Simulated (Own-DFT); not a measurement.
GaP (zincblende, strained, atoms displaced) (calculated)

All values are calculated (Own-DFT development build). A calculation, not a measurement: plane-wave PBE density functional theory by an unreviewed code, no spin, of a simulated periodic cell, stress positive in tension, free energy of the whole cell less one offset for each atom, forces on such cells passed a denser k mesh, this cell's mesh not checked; offsets are fitted by least squares, one for each functional and potential file, so energies compare only between cells with the same atoms and settings and are not formation energies; the far tail of each file's local potential was reset to the Coulomb form; each entry is a single point on an unrelaxed cell, so the pressure reflects the starting lattice, mostly measured values (interpolated for alloys), from which strain is counted, and rises with the displacements; printed positions are rounded, which can move forces by about a meV/angstrom; the program, named Own-DFT, is a retired in-house code; no spin-orbit coupling.

Common to all runs: functional PBE; potential files PseudoDojo norm-conserving, scalar-relativistic, standard set; wave cutoff 42 hartree; occupations Fermi-Dirac; smearing width 0.1 eV; hardware one NVIDIA H100; k mesh 3 x 3 x 3 centred on Gamma.

```json
{"entry": 1, "formula": "GaP", "kind": "zincblende, strained, atoms displaced", "structure": {"cell_angstrom": [[10.862, 0.0, 0.0], [0.0, 10.862, 0.0], [0.0, 0.0, 10.9361]], "atoms_fractional": [["Ga", 0.00532, 0.9841, 0.0079], ["Ga", 0.00304, 0.2657, 0.2449], ["Ga", 0.25216, 0.00532, 0.24701], ["Ga", 0.2496, 0.26052, 0.00472], ["P", 0.13082, 0.12287, 0.12059], ["P", 0.13275, 0.3576, 0.38206], ["P", 0.38109, 0.12256, 0.37605], ["P", 0.3733, 0.36681, 0.13017], ["Ga", 0.99417, 0.99983, 0.49891], ["Ga", 0.98856, 0.24327, 0.74403], ["Ga", 0.24502, 0.99492, 0.75166], ["Ga", 0.25484, 0.25887, 0.51723], ["P", 0.13971, 0.119, 0.62394], ["P", 0.12129, 0.3677, 0.86244], ["P", 0.37331, 0.13103, 0.87069], ["P", 0.37173, 0.37095, 0.62046], ["Ga", 0.01509, 0.50807, 0.98597], ["Ga", 0.00113, 0.76279, 0.23902], ["Ga", 0.24342, 0.5017, 0.22986], ["Ga", 0.25026, 0.76468, 0.9986], ["P", 0.12048, 0.63774, 0.1301], ["P", 0.12236, 0.87773, 0.37405], ["P", 0.37884, 0.61578, 0.36546], ["P", 0.37937, 0.89181, 0.12254], ["Ga", 0.99814, 0.48843, 0.5054], ["Ga", 0.99999, 0.73989, 0.7593], ["Ga", 0.26069, 0.50148, 0.73946], ["Ga", 0.26491, 0.74878, 0.50041], ["P", 0.12837, 0.61802, 0.62021], ["P", 0.13069, 0.87471, 0.88814], ["P", 0.37678, 0.61419, 0.87068], ["P", 0.36781, 0.86359, 0.62658], ["Ga", 0.50563, 0.99807, 0.98954], ["Ga", 0.49968, 0.23897, 0.24534], ["Ga", 0.75535, 0.01185, 0.23763], ["Ga", 0.74812, 0.24894, 0.0075], ["P", 0.60968, 0.1309, 0.12058], ["P", 0.62802, 0.37129, 0.37166], ["P", 0.87619, 0.11798, 0.37836], ["P", 0.88068, 0.3832, 0.13558], ["Ga", 0.4976, 0.00027, 0.50566], ["Ga", 0.51229, 0.25082, 0.75139], ["Ga", 0.74751, 0.99358, 0.75284], ["Ga", 0.7546, 0.24466, 0.50716], ["P", 0.6322, 0.13242, 0.62377], ["P", 0.6349, 0.37274, 0.8834], ["P", 0.87611, 0.12563, 0.87449], ["P", 0.85568, 0.38481, 0.62007], ["Ga", 0.48834, 0.49235, 0.99386], ["Ga", 0.49582, 0.75061, 0.23465], ["Ga", 0.75469, 0.50377, 0.2476], ["Ga", 0.75566, 0.74978, 0.99801], ["P", 0.62737, 0.62844, 0.12024], ["P", 0.63074, 0.86103, 0.37046], ["P", 0.8829, 0.62227, 0.37363], ["P", 0.8692, 0.87821, 0.1234], ["Ga", 0.49229, 0.50968, 0.50182], ["Ga", 0.50118, 0.7556, 0.75633], ["Ga", 0.7526, 0.50141, 0.75028], ["Ga", 0.75427, 0.73823, 0.49812], ["P", 0.61243, 0.62021, 0.63189], ["P", 0.63435, 0.87521, 0.86869], ["P", 0.88472, 0.61817, 0.86803], ["P", 0.88824, 0.87473, 0.62252]]}, "results": {"free_energy_of_cell_above_offsets [eV]": "-29.810", "pressure [GPa]": 4.16, "stress_xx [GPa]": -4.31, "stress_yy [GPa]": -4.24, "stress_zz [GPa]": -3.94, "stress_yz [GPa]": 0.1, "stress_xz [GPa]": -0.55, "stress_xy [GPa]": 0.17, "force_element": ["Ga", "Ga", "Ga", "Ga", "P", "P", "P", "P", "Ga", "Ga", "Ga", "Ga", "P", "P", "P", "P", "Ga", "Ga", "Ga", "Ga", "P", "P", "P", "P", "Ga", "Ga", "Ga", "Ga", "P", "P", "P", "P", "Ga", "Ga", "Ga", "Ga", "P", "P", "P", "P", "Ga", "Ga", "Ga", "Ga", "P", "P", "P", "P", "Ga", "Ga", "Ga", "Ga", "P", "P", "P", "P", "Ga", "Ga", "Ga", "Ga", "P", "P", "P", "P"], "force_x [eV/angstrom]": [-0.395, 0.57, -0.332, -0.59, -0.959, -0.511, -0.865, 0.342, 1.633, 0.571, 0.784, -0.732, -2.233, 0.838, 0.328, 2.983, -0.064, -0.692, 0.202, 1.78, 0.739, 0.943, -0.881, -0.058, 0.677, 1.618, -1.322, -1.904, -0.091, -1.36, -0.526, 1.356, -0.463, -0.358, -1.422, 1.112, 2.17, -0.359, -0.06, -0.274, 0.858, -0.682, 1.559, -0.218, -0.945, -0.723, -0.357, 1.925, 1.415, 0.375, -0.816, -0.104, -0.385, -0.425, 0.335, 0.061, 0.668, -0.334, -1.389, -0.164, 1.371, -0.932, -1.809, -1.473], "force_y [eV/angstrom]": [2.058, -2.325, 0.042, -1.055, 0.663, 1.928, 0.331, 0.984, 0.167, 0.434, 0.013, -2.585, 0.358, 0.699, -0.433, 1.562, -1.004, -0.231, -0.531, -2.028, -0.589, -0.158, 1.083, -1.303, 0.374, 1.481, -0.564, -1.317, 0.744, 0.087, 1.881, 1.849, 0.652, 1.512, -0.362, 0.014, -1.432, 0.218, 1.571, 0.211, -0.745, 0.242, 1.347, 0.432, -1.82, 0.708, -1.091, -1.311, -0.156, 0.112, 0.221, -0.615, -0.841, 1.323, 0.127, -0.259, -1.735, -0.751, 0.315, 0.332, 0.767, -0.831, 0.279, -1.046], "force_z [eV/angstrom]": [-0.375, 0.953, 1.038, -1.283, 0.22, -0.653, 0.562, -0.347, -0.005, -0.755, 0.485, -2.283, -0.185, 0.363, 0.088, 1.71, 1.22, 1.957, 2.083, 1.373, -1.918, -0.05, -0.68, -0.366, -1.026, -1.641, 0.376, -1.799, 0.202, -2.607, 0.524, 1.198, -0.369, 1.993, 1.24, 0.3, -0.907, 0.237, -0.949, -2.504, -0.442, 0.07, -1.509, -2.046, 0.74, -0.702, 1.008, 0.36, 0.944, 1.027, 0.827, -0.442, -0.599, -0.007, -0.208, -0.262, -0.585, -0.285, 0.649, 0.451, -0.02, 1.237, 1.185, 1.191], "wall_time [s]": 577.6}}
{"entry": 2, "formula": "GaP", "kind": "zincblende, strained, atoms displaced", "structure": {"cell_angstrom": [[10.862, 0.0, 0.0], [0.0, 10.862, 0.0], [0.0, 0.0, 10.9361]], "atoms_fractional": [["Ga", 0.99967, 0.99307, 0.00155], ["Ga", 0.99653, 0.25086, 0.24302], ["Ga", 0.24667, 0.99368, 0.23719], ["Ga", 0.24887, 0.24865, 0.9967], ["P", 0.12787, 0.12848, 0.13951], ["P", 0.10422, 0.38341, 0.35827], ["P", 0.39075, 0.12813, 0.37265], ["P", 0.39003, 0.36677, 0.12661], ["Ga", 0.00597, 0.99098, 0.49953], ["Ga", 0.99775, 0.26539, 0.76191], ["Ga", 0.24793, 0.01116, 0.75432], ["Ga", 0.24716, 0.25098, 0.50188], ["P", 0.11725, 0.11748, 0.6119], ["P", 0.1169, 0.37408, 0.86183], ["P", 0.36204, 0.13026, 0.87397], ["P", 0.36189, 0.37946, 0.62692], ["Ga", 0.99143, 0.50049, 0.99851], ["Ga", 0.00177, 0.74649, 0.23577], ["Ga", 0.25299, 0.49405, 0.24696], ["Ga", 0.24464, 0.74279, 0.99508], ["P", 0.12454, 0.62549, 0.12248], ["P", 0.12419, 0.88046, 0.37032], ["P", 0.38357, 0.61554, 0.36262], ["P", 0.35384, 0.88265, 0.11598], ["Ga", 0.99648, 0.49582, 0.49525], ["Ga", 0.98445, 0.75331, 0.7435], ["Ga", 0.26398, 0.50226, 0.75667], ["Ga", 0.25011, 0.75433, 0.50182], ["P", 0.11528, 0.62448, 0.62677], ["P", 0.12004, 0.86326, 0.85841], ["P", 0.3772, 0.62731, 0.87453], ["P", 0.38334, 0.87848, 0.63315], ["Ga", 0.50313, 0.01099, 0.01102], ["Ga", 0.50159, 0.24212, 0.25116], ["Ga", 0.76103, 0.01077, 0.24004], ["Ga", 0.74684, 0.24315, 0.00496], ["P", 0.6393, 0.12988, 0.12188], ["P", 0.63128, 0.37019, 0.38435], ["P", 0.85988, 0.13037, 0.37095], ["P", 0.85975, 0.38299, 0.13025], ["Ga", 0.50977, 0.99578, 0.51504], ["Ga", 0.50794, 0.25422, 0.75108], ["Ga", 0.75201, 0.98696, 0.75126], ["Ga", 0.76753, 0.26044, 0.49717], ["P", 0.628, 0.12802, 0.62404], ["P", 0.622, 0.3779, 0.86144], ["P", 0.86599, 0.1245, 0.87329], ["P", 0.88814, 0.37314, 0.61591], ["Ga", 0.50151, 0.50256, 0.00452], ["Ga", 0.49846, 0.74579, 0.25464], ["Ga", 0.74735, 0.50722, 0.25394], ["Ga", 0.75592, 0.74848, 0.99709], ["P", 0.62435, 0.63864, 0.13435], ["P", 0.63511, 0.86832, 0.38224], ["P", 0.89437, 0.64083, 0.37375], ["P", 0.87626, 0.8828, 0.13559], ["Ga", 0.49614, 0.50113, 0.49452], ["Ga", 0.49262, 0.7482, 0.75444], ["Ga", 0.74469, 0.5092, 0.75702], ["Ga", 0.74874, 0.74508, 0.49732], ["P", 0.61492, 0.62982, 0.61832], ["P", 0.63028, 0.87183, 0.86409], ["P", 0.88268, 0.62168, 0.87126], ["P", 0.86479, 0.86966, 0.6163]]}, "results": {"free_energy_of_cell_above_offsets [eV]": "-28.210", "pressure [GPa]": 4.71, "stress_xx [GPa]": -4.56, "stress_yy [GPa]": -5.14, "stress_zz [GPa]": -4.43, "stress_yz [GPa]": -0.66, "stress_xz [GPa]": 0.43, "stress_xy [GPa]": -0.84, "force_element": ["Ga", "Ga", "Ga", "Ga", "P", "P", "P", "P", "Ga", "Ga", "Ga", "Ga", "P", "P", "P", "P", "Ga", "Ga", "Ga", "Ga", "P", "P", "P", "P", "Ga", "Ga", "Ga", "Ga", "P", "P", "P", "P", "Ga", "Ga", "Ga", "Ga", "P", "P", "P", "P", "Ga", "Ga", "Ga", "Ga", "P", "P", "P", "P", "Ga", "Ga", "Ga", "Ga", "P", "P", "P", "P", "Ga", "Ga", "Ga", "Ga", "P", "P", "P", "P"], "force_x [eV/angstrom]": [0.57, -1.359, 0.024, -0.839, -0.588, 2.29, -1.913, -1.506, -1.861, -1.903, -0.793, -0.414, 0.734, 2.796, 2.43, 1.7, 0.747, 0.613, -0.227, -0.315, 0.417, 0.533, -1.779, 2.886, 0.76, 0.64, -2.204, 0.069, 1.16, 0.336, 0.1, -1.568, -0.592, 1.738, -1.541, 1.058, -2.492, -0.724, 2.627, 1.001, 0.038, -1.754, 0.085, -1.58, 1.074, 0.684, 1.171, -1.195, 0.653, -0.233, -0.066, -0.188, 0.614, -1.313, -1.995, 0.337, 0.262, 1.082, 0.304, 0.397, 0.589, -1.243, -1.136, 0.8], "force_y [eV/angstrom]": [0.686, -0.104, 1.446, 0.793, 0.172, -0.605, -1.698, 0.58, 0.159, -3.327, -1.305, -0.079, 1.47, 2.212, 0.054, -0.645, -0.852, 1.263, -0.226, 0.69, -1.124, -1.199, 0.654, -1.709, 1.43, -0.395, 0.374, -0.405, -0.112, 1.196, -0.42, 0.034, -0.866, 0.792, -0.926, 2.306, -1.02, 0.888, -0.537, -0.783, 0.197, -0.953, 1.728, -0.858, 0.369, 0.317, -0.089, 0.796, 0.132, 2.148, 0.584, 0.472, -1.118, 1.57, -1.565, -1.411, -0.965, 0.359, -0.201, -0.859, -0.566, -0.405, 0.673, 0.78], "force_z [eV/angstrom]": [-0.524, 0.281, 2.75, 0.903, -2.353, 0.982, 1.191, -0.715, -0.782, -2.533, -1.307, -1.285, 1.959, 3.27, 0.252, -0.688, 0.546, 0.837, -0.341, -0.541, -0.577, -0.499, 1.153, -0.714, -0.123, -0.653, -0.599, -0.09, -0.115, 1.306, 1.349, -0.228, -1.316, -0.004, 1.473, -2.038, 1.341, -1.019, 0.324, -1.201, -1.513, -1.207, -1.104, 0.778, 0.57, 2.537, 0.197, 1.91, -0.178, -0.109, 1.202, 0.287, -1.643, -1.631, 0.483, -1.882, 0.648, -0.641, -1.8, -0.104, 0.766, 2.181, 0.338, 0.239], "wall_time [s]": 531.7}}
{"entry": 3, "formula": "GaP", "kind": "zincblende, strained, atoms displaced", "structure": {"cell_angstrom": [[10.862, 0.0, 0.0], [0.0, 10.862, 0.0], [0.0, 0.0, 10.9361]], "atoms_fractional": [["Ga", 0.00335, 0.00218, 0.00446], ["Ga", 0.00126, 0.2569, 0.24076], ["Ga", 0.25639, 0.00428, 0.25804], ["Ga", 0.25184, 0.26137, 0.00085], ["P", 0.14223, 0.12303, 0.11508], ["P", 0.13236, 0.38132, 0.37635], ["P", 0.38663, 0.1259, 0.38344], ["P", 0.37574, 0.37564, 0.11814], ["Ga", 0.9998, 0.99428, 0.50365], ["Ga", 0.98938, 0.254, 0.74322], ["Ga", 0.25095, 0.98409, 0.75316], ["Ga", 0.2516, 0.24424, 0.49879], ["P", 0.12528, 0.13625, 0.62061], ["P", 0.12444, 0.38188, 0.8749], ["P", 0.35944, 0.12395, 0.88134], ["P", 0.37351, 0.36904, 0.61882], ["Ga", 0.00829, 0.49038, 0.00564], ["Ga", 0.99867, 0.76498, 0.24033], ["Ga", 0.25341, 0.50388, 0.2602], ["Ga", 0.25288, 0.74537, 0.01159], ["P", 0.12992, 0.63438, 0.11531], ["P", 0.12318, 0.87656, 0.37584], ["P", 0.38045, 0.61767, 0.37671], ["P", 0.38823, 0.86802, 0.12152], ["Ga", 0.00356, 0.48549, 0.48527], ["Ga", 0.99906, 0.75597, 0.74562], ["Ga", 0.25218, 0.49917, 0.73684], ["Ga", 0.25534, 0.75164, 0.5061], ["P", 0.13166, 0.63417, 0.61985], ["P", 0.12454, 0.85667, 0.87773], ["P", 0.37541, 0.6286, 0.86942], ["P", 0.38757, 0.87473, 0.60693], ["Ga", 0.50029, 0.01027, 0.00933], ["Ga", 0.48429, 0.24667, 0.24687], ["Ga", 0.75701, 0.0052, 0.25336], ["Ga", 0.74967, 0.23678, 0.99292], ["P", 0.62355, 0.12379, 0.1147], ["P", 0.62488, 0.3757, 0.36978], ["P", 0.88515, 0.1201, 0.37752], ["P", 0.86845, 0.37699, 0.12639], ["Ga", 0.48632, 0.99574, 0.49115], ["Ga", 0.50004, 0.24508, 0.75371], ["Ga", 0.75017, 0.98869, 0.73897], ["Ga", 0.76052, 0.25496, 0.49423], ["P", 0.61867, 0.13551, 0.62646], ["P", 0.62786, 0.36953, 0.87651], ["P", 0.86874, 0.10863, 0.86792], ["P", 0.88341, 0.37512, 0.61815], ["Ga", 0.50135, 0.49066, 0.99328], ["Ga", 0.4964, 0.75609, 0.24332], ["Ga", 0.74913, 0.50264, 0.25282], ["Ga", 0.74879, 0.75222, 0.00413], ["P", 0.63778, 0.62581, 0.11925], ["P", 0.63075, 0.87376, 0.37509], ["P", 0.87302, 0.62364, 0.37754], ["P", 0.86443, 0.88288, 0.13485], ["Ga", 0.49316, 0.50644, 0.50534], ["Ga", 0.50418, 0.75135, 0.75384], ["Ga", 0.76049, 0.52123, 0.74859], ["Ga", 0.74466, 0.75025, 0.49904], ["P", 0.62086, 0.62535, 0.61707], ["P", 0.61748, 0.87476, 0.86854], ["P", 0.87224, 0.61684, 0.8684], ["P", 0.86461, 0.86775, 0.62809]]}, "results": {"free_energy_of_cell_above_offsets [eV]": "-29.446", "pressure [GPa]": 4.46, "stress_xx [GPa]": -4.6, "stress_yy [GPa]": -4.56, "stress_zz [GPa]": -4.23, "stress_yz [GPa]": 0.29, "stress_xz [GPa]": -0.31, "stress_xy [GPa]": -0.8, "force_element": ["Ga", "Ga", "Ga", "Ga", "P", "P", "P", "P", "Ga", "Ga", "Ga", "Ga", "P", "P", "P", "P", "Ga", "Ga", "Ga", "Ga", "P", "P", "P", "P", "Ga", "Ga", "Ga", "Ga", "P", "P", "P", "P", "Ga", "Ga", "Ga", "Ga", "P", "P", "P", "P", "Ga", "Ga", "Ga", "Ga", "P", "P", "P", "P", "Ga", "Ga", "Ga", "Ga", "P", "P", "P", "P", "Ga", "Ga", "Ga", "Ga", "P", "P", "P", "P"], "force_x [eV/angstrom]": [-0.115, 0.696, 0.085, -0.636, -1.18, 0.508, -2.067, -0.319, 0.135, 0.959, -0.185, 0.024, -0.415, 0.221, 1.329, 0.46, -0.991, 0.242, -0.169, 1.592, -1.648, 0.731, -0.274, -1.977, -0.62, -0.164, -0.153, -0.082, -1.384, 0.104, -0.163, -1.505, -1.01, 1.918, -1.556, 0.455, 0.785, -0.633, -0.223, 0.265, 3.797, -0.839, -1.921, -1.08, 1.115, 0.482, 1.058, -1.241, 0.521, 1.942, -0.124, 0.428, -2.005, -0.946, 0.822, 1.167, 0.863, -0.507, -2.512, 0.342, 0.411, 1.008, 2.637, 1.542], "force_y [eV/angstrom]": [-0.606, -0.805, -0.518, -0.271, 0.366, -2.087, 0.776, 0.807, 0.237, -0.836, 0.676, 0.641, -1.919, -0.904, -0.273, 0.147, 0.99, -1.396, 0.135, 0.897, -1.821, -0.225, 2.019, 1.776, 2.323, -1.45, 0.41, -0.131, -1.202, 1.478, -0.852, -1.014, -1.313, 0.562, 0.819, 0.867, 0.77, -0.232, 0.958, -0.549, 0.533, 0.392, 1.38, -0.475, -1.575, 0.463, 0.94, 1.224, 1.324, -1.895, 0.132, 0.468, -0.697, 0.748, 0.432, -0.447, -1.693, -0.546, -3.013, -0.609, 0.26, 0.945, 2.525, -0.068], "force_z [eV/angstrom]": [-0.491, 0.433, -0.482, -0.916, 1.235, -1.343, -1.566, 1.321, 0.558, 1.339, -0.659, -0.412, 1.049, -1.045, -0.653, 0.695, -0.141, 0.85, -1.712, -2.064, 2.536, -0.025, -0.516, -0.173, 1.448, 0.161, 0.739, -1.58, 0.149, 0.46, 0.42, 3.167, -2.155, -0.406, 0.621, -0.108, 2.638, 0.372, -0.482, -0.646, 0.337, 0.633, 0.745, 0.021, -1.257, -1.047, 0.156, 0.272, 0.031, 1.4, -0.027, -1.43, 0.691, -0.61, -0.484, -2.106, -0.362, -1.184, -2.281, -0.216, 1.249, 1.369, 2.855, -1.37], "wall_time [s]": 526.3}}
{"entry": 4, "formula": "GaP", "kind": "zincblende, strained, atoms displaced", "structure": {"cell_angstrom": [[10.862, 0.0, 0.0], [0.0, 10.862, 0.0], [0.0, 0.0, 10.9361]], "atoms_fractional": [["Ga", 0.0041, 0.99762, 0.00151], ["Ga", 0.99553, 0.23438, 0.24335], ["Ga", 0.25832, 0.99812, 0.24391], ["Ga", 0.24611, 0.24197, 0.00946], ["P", 0.12456, 0.12186, 0.11956], ["P", 0.13717, 0.38616, 0.37451], ["P", 0.37794, 0.12483, 0.37249], ["P", 0.38364, 0.37839, 0.12756], ["Ga", 0.99818, 0.00058, 0.50509], ["Ga", 0.00196, 0.25323, 0.75496], ["Ga", 0.25381, 0.99819, 0.75735], ["Ga", 0.26378, 0.23945, 0.50262], ["P", 0.11027, 0.13443, 0.62259], ["P", 0.1224, 0.37695, 0.87632], ["P", 0.38065, 0.12036, 0.85921], ["P", 0.37587, 0.36768, 0.61937], ["Ga", 0.00675, 0.51946, 0.00574], ["Ga", 0.00578, 0.75733, 0.25087], ["Ga", 0.25302, 0.50505, 0.24169], ["Ga", 0.24759, 0.74628, 6e-05], ["P", 0.12825, 0.63907, 0.1177], ["P", 0.12748, 0.87066, 0.36554], ["P", 0.36983, 0.62897, 0.38103], ["P", 0.37736, 0.86962, 0.13044], ["Ga", 0.0069, 0.50729, 0.50201], ["Ga", 0.00236, 0.75283, 0.75109], ["Ga", 0.2435, 0.49619, 0.73991], ["Ga", 0.26235, 0.75522, 0.50758], ["P", 0.12323, 0.61317, 0.6341], ["P", 0.14156, 0.89338, 0.88041], ["P", 0.37133, 0.62786, 0.86514], ["P", 0.3738, 0.87984, 0.62242], ["Ga", 0.49658, 0.00306, 0.00234], ["Ga", 0.50331, 0.24931, 0.25106], ["Ga", 0.7506, 0.00766, 0.23964], ["Ga", 0.74872, 0.25175, 0.99728], ["P", 0.62297, 0.12944, 0.1291], ["P", 0.62037, 0.38287, 0.36997], ["P", 0.87254, 0.12229, 0.36719], ["P", 0.87465, 0.36908, 0.10923], ["Ga", 0.49612, 0.00025, 0.49852], ["Ga", 0.49489, 0.25092, 0.74852], ["Ga", 0.75031, 0.99034, 0.75564], ["Ga", 0.7635, 0.24883, 0.50866], ["P", 0.61932, 0.14372, 0.62266], ["P", 0.62342, 0.37503, 0.87878], ["P", 0.87886, 0.1163, 0.87307], ["P", 0.87332, 0.37825, 0.63186], ["Ga", 0.49997, 0.50972, 0.99204], ["Ga", 0.49037, 0.74697, 0.25243], ["Ga", 0.75395, 0.50333, 0.25268], ["Ga", 0.74991, 0.74529, 0.99327], ["P", 0.62756, 0.63169, 0.11593], ["P", 0.62607, 0.86961, 0.37888], ["P", 0.8626, 0.64552, 0.37398], ["P", 0.86842, 0.86953, 0.11931], ["Ga", 0.49006, 0.51889, 0.50226], ["Ga", 0.50103, 0.7451, 0.73982], ["Ga", 0.75479, 0.48291, 0.75711], ["Ga", 0.75578, 0.74937, 0.49182], ["P", 0.62375, 0.62668, 0.62813], ["P", 0.62675, 0.883, 0.87539], ["P", 0.87965, 0.62866, 0.87843], ["P", 0.88035, 0.87429, 0.63286]]}, "results": {"free_energy_of_cell_above_offsets [eV]": "-29.757", "pressure [GPa]": 4.44, "stress_xx [GPa]": -4.73, "stress_yy [GPa]": -4.35, "stress_zz [GPa]": -4.23, "stress_yz [GPa]": -0.5, "stress_xz [GPa]": 0.68, "stress_xy [GPa]": -0.37, "force_element": ["Ga", "Ga", "Ga", "Ga", "P", "P", "P", "P", "Ga", "Ga", "Ga", "Ga", "P", "P", "P", "P", "Ga", "Ga", "Ga", "Ga", "P", "P", "P", "P", "Ga", "Ga", "Ga", "Ga", "P", "P", "P", "P", "Ga", "Ga", "Ga", "Ga", "P", "P", "P", "P", "Ga", "Ga", "Ga", "Ga", "P", "P", "P", "P", "Ga", "Ga", "Ga", "Ga", "P", "P", "P", "P", "Ga", "Ga", "Ga", "Ga", "P", "P", "P", "P"], "force_x [eV/angstrom]": [-0.905, 0.645, -0.832, 1.211, 0.141, -1.039, -0.048, -0.585, 0.072, -0.767, -0.166, -1.802, 2.038, 0.638, -0.36, 0.136, -0.652, -1.39, -0.079, 1.49, -0.373, 0.845, -0.49, -0.157, -1.226, 0.937, 1.414, -2.158, -0.134, -1.849, -0.245, 0.482, 0.286, -0.081, -0.383, -0.179, -0.116, 0.577, 0.089, 1.06, 1.144, 0.726, 0.022, -1.108, 0.876, -0.692, -0.372, 1.574, -0.053, 1.65, -0.326, -0.311, -0.712, -0.402, 3.412, 0.949, 1.194, -0.215, -0.78, -1.95, 1.516, -1.143, -0.321, -0.726], "force_y [eV/angstrom]": [-0.25, 2.083, 0.322, 1.436, -0.792, -1.402, -0.505, -0.223, -0.408, 0.084, 1.039, 0.554, -0.735, 0.227, 0.733, 1.506, -2.02, -0.437, 0.11, 1.461, -1.048, 1.296, 0.055, 0.333, -0.488, 0.001, -1.486, -0.637, 2.942, -2.67, -0.314, 0.356, -0.162, 0.705, -1.441, -1.103, -0.078, -0.009, -0.214, 1.397, 0.322, 1.065, 1.626, 0.531, -2.35, -0.37, 0.838, -0.285, -0.246, -0.175, -0.358, 0.911, -0.64, 1.125, -3.199, 0.658, -1.944, 1.398, 1.982, 1.796, -0.782, -1.517, -0.431, -0.172], "force_z [eV/angstrom]": [-0.079, 0.111, 0.467, -1.58, 1.259, -0.133, -0.566, -0.854, -1.064, 0.319, -2.518, -0.362, 0.037, 0.781, 2.406, 0.495, -0.739, -0.752, 0.245, -1.269, 2.102, 1.99, -1.268, -1.381, -1.008, 0.755, 1.407, -0.578, -1.076, 0.531, 0.132, 1.034, -0.089, 0.405, 0.655, -0.532, -1.163, 1.275, 1.347, 1.821, 0.0, 0.26, -1.109, -1.295, -0.106, -0.295, 0.264, -1.14, 0.378, 0.286, -0.962, -0.272, 1.209, -0.826, -1.848, 0.297, 0.199, 1.11, 0.3, 3.188, -0.466, 0.371, -0.945, -1.162], "wall_time [s]": 562.1}}
```
